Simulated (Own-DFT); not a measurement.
# Energy and forces against displacement in zincblende GaP, 96 atoms (Ga48P48)

Calculated results; nothing here was measured. The program, named Own-DFT, is a retired in-house plane-wave density functional code that no person has reviewed. Each row is one single-point run on a periodic cell that was not relaxed, without spin or spin-orbit coupling.

Settings of every run: PBE; PseudoDojo norm-conserving scalar-relativistic files; cutoff 42 hartree; 2 x 3 x 3 k mesh centred on Gamma; Fermi-Dirac smearing of 0.1 eV.

Known limits, some of them of some rows only: some atoms lie very close together; forces on such cells moved up to 12 meV/angstrom on a denser k mesh; forces on such cells passed a denser k mesh, each cell not checked; stress not checked against mesh or cutoff.

Cell vectors in Å: (16.352, 0.000, 0.000); (0.000, 10.901, 0.000); (0.000, 0.000, 10.901). In each run every atom was moved at random and independently from its ideal site; u is the rms move along one axis. E is the free energy for each atom above the fitted value at u = 0, and F the rms of the force components.

| run | u (Å) | E (meV/atom) | F (eV/Å) | largest force (eV/Å) | P (GPa) |
|---|---|---|---|---|---|
| 1 | 0.0196 | 7.3 | 0.265 | 0.84 | 2.70 |
| 2 | 0.0199 | ? | ? | ? | ? |
| 3 | 0.0201 | 7.2 | 0.257 | 0.92 | 2.70 |
| 4 | 0.0497 | 41.9 | 0.693 | 2.80 | 3.22 |
| 5 | 0.0501 | 39.9 | 0.657 | 1.99 | 3.13 |
| 6 | 0.0505 | 50.0 | 0.785 | 3.32 | 3.35 |
| 7 | 0.0979 | 174.2 | 1.476 | 6.25 | 5.00 |
| 8 | 0.1041 | 201.9 | 1.747 | 6.74 | 5.59 |
| 9 | 0.1412 | 372.1 | 2.647 | 13.07 | 7.72 |
| 10 | 0.1765 | 527.7 | 3.189 | 15.47 | 10.37 |

## Worked fit

For small independent moves the energy grows as E = (3/2) K u², with K the mean stiffness felt by one atom. The runs with u up to 0.11 Å give K = 12.0 ± 0.4 eV/Å², with residuals divided by u² + 0.0006 Å², since the noise grows with the moves. The scatter is 3.4 meV/atom at u = 0.05 Å. The forces follow F = G u with G = 14.5 eV/Å²; no force at u = 0 is resolved. G exceeds K because the moves of its neighbours add to the force on an atom, and stiffness differs between atoms. At u = 0.177 Å the parabola gives 560 meV/atom and the run 528. The pressure follows P = 2.57 + 267 u² GPa: at fixed volume, shortened bonds push harder than stretched ones pull.

## Withheld run

Question: what energy and rms force should run 2 give?

The fit gives 7 ± 1 meV/atom and about 0.29 eV/Å. The calculation gave 8.1 meV/atom and 0.279 eV/Å.
